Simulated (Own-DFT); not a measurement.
# What a defect does to the pressure of its cell: L1_0 TiAl

Everything here is calculated. The program is Own-DFT (plane waves, in-house, since retired, never reviewed by a person); positions were held fixed, and spin and spin-orbit coupling were off.

Method: PBE; PseudoDojo norm-conserving scalar-relativistic files; cutoff 42 hartree; 4 x 4 x 4 k mesh centred on Gamma; cold (Marzari-Vanderbilt) smearing of 0.2 eV.

Limits: forces on such cells failed a check on a denser k mesh; stress not checked against mesh or cutoff.

All runs share one cell, with vectors in Å (5.622, 5.622, 0.000); (-5.622, 5.622, 0.000); (0.000, 0.000, 8.133) and a volume of 514.0 Å³. u is the rms random offset of the atoms per axis. The defect's site can differ from row to row.

| cell | formula | u (Å) | P (GPa) |
|---|---|---|---|
| no defect | Al16Ti16 | 0.0191 | 1.17 |
| no defect | Al16Ti16 | 0.0199 | 1.18 |
| no defect | Al16Ti16 | 0.0496 | 1.77 |
| one Ti vacancy | Al16Ti15 | 0.0314 | 0.52 |
| one Ti vacancy | Al16Ti15 | 0.0325 | 0.60 |
| one Ti vacancy | Al16Ti15 | 0.0327 | 0.63 |
| two Al vacancies | Al14Ti16 | 0.0273 | -0.69 |
| two Al vacancies | Al14Ti16 | 0.0305 | -0.52 |
| two Al vacancies | Al14Ti16 | 0.0506 | -0.13 |
| two Al vacancies | Al14Ti16 | 0.0529 | ? |

## Worked fit

P = P0 + c u² + a shift for each defect gives P0 = 1.07 GPa, c = 283 ± 21 GPa/Å² and a scatter of 0.05 GPa. The shifts, and each times the cell's volume:

- one Ti vacancy: -0.78 ± 0.04 GPa, -2.5 eV
- two Al vacancies: -1.92 ± 0.04 GPa, -6.1 eV (-3.1 eV for each of its 2 sites)

Against the defect-free cell, a freed cell would be larger where the shift is positive and smaller where it is negative (160.2 GPa Å³ is 1 eV). The atoms around the defects weren't relaxed, which would change these numbers.

## Withheld run

Q: what pressure belongs in the blank (two Al vacancies, u = 0.0529 Å)?

The fitted form gives -0.05 ± 0.06 GPa. The hidden result is -0.01 GPa.
